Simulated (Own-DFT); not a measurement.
# Which defects push the lattice out? zincblende GaAs

Calculated, not measured: single-point runs of Own-DFT, a retired in-house plane-wave DFT program that no person has reviewed, on unrelaxed cells, without spin or spin-orbit coupling.

Method: PBE; PseudoDojo norm-conserving scalar-relativistic files; cutoff 42 hartree; 3 x 3 x 3 k mesh centred on Gamma; Fermi-Dirac smearing of 0.1 eV.

Known weak points (not all hold for every row): not probed for a lower state with spin; forces not confirmed at this smearing and k mesh; stress not checked against mesh or cutoff.

All runs share one cell, with vectors in Å (11.737, 0.000, 0.000); (0.000, 11.737, 0.000); (0.000, 0.000, 10.919) and a volume of 1504.3 Å³, strained against the parent crystal. Atoms were moved at random from their sites; u is the rms move along one axis. The defect's site can differ from row to row.

```
cell,formula,u (Å),P (GPa)
no defect,As32Ga32,0.0290,0.74
no defect,As32Ga32,0.0299,0.75
no defect,As32Ga32,0.0450,0.99
one In on a Ga site,As32Ga31In,0.0280,1.30
one In on a Ga site,As32Ga31In,0.0308,1.38
one In on a Ga site,As32Ga31In,0.0496,1.64
one As vacancy and one Ga vacancy,As31Ga31,0.0279,0.49
one As vacancy and one Ga vacancy,As31Ga31,0.0299,0.43
one As vacancy and one Ga vacancy,As31Ga31,0.0477,0.65
one Al on a Ga site,AlAs32Ga31,0.0279,0.71
one Al on a Ga site,AlAs32Ga31,0.0314,0.77
one Al on a Ga site,AlAs32Ga31,0.0459,0.92
one P on an As site,As31Ga32P,0.0282,?
one P on an As site,As31Ga32P,0.0313,0.56
one P on an As site,As31Ga32P,0.0512,0.85
one P on an As site,As31Ga32P,0.0517,0.91
```

## What the rows give

P = P0 + c u² + a shift for each defect gives P0 = 0.61 GPa, c = 174 ± 14 GPa/Å² and a scatter of 0.04 GPa. The shifts, and each times the cell's volume:

- one In on a Ga site: 0.58 ± 0.03 GPa, 5.5 eV
- one Al on a Ga site: -0.04 ± 0.03 GPa, -0.3 eV (not resolved)
- one P on an As site: -0.21 ± 0.03 GPa, -1.9 eV
- one As vacancy and one Ga vacancy: -0.32 ± 0.03 GPa, -3.0 eV

Against the defect-free cell, a freed cell would be larger where the shift is positive and smaller where it is negative (160.2 GPa Å³ is 1 eV). The atoms around the defects weren't relaxed, which would change these numbers.

## Test on the hidden row

Q: what pressure belongs in the blank (one P on an As site, u = 0.0282 Å)?

From the fit: 0.55 ± 0.05 GPa. The hidden result is 0.53 GPa.
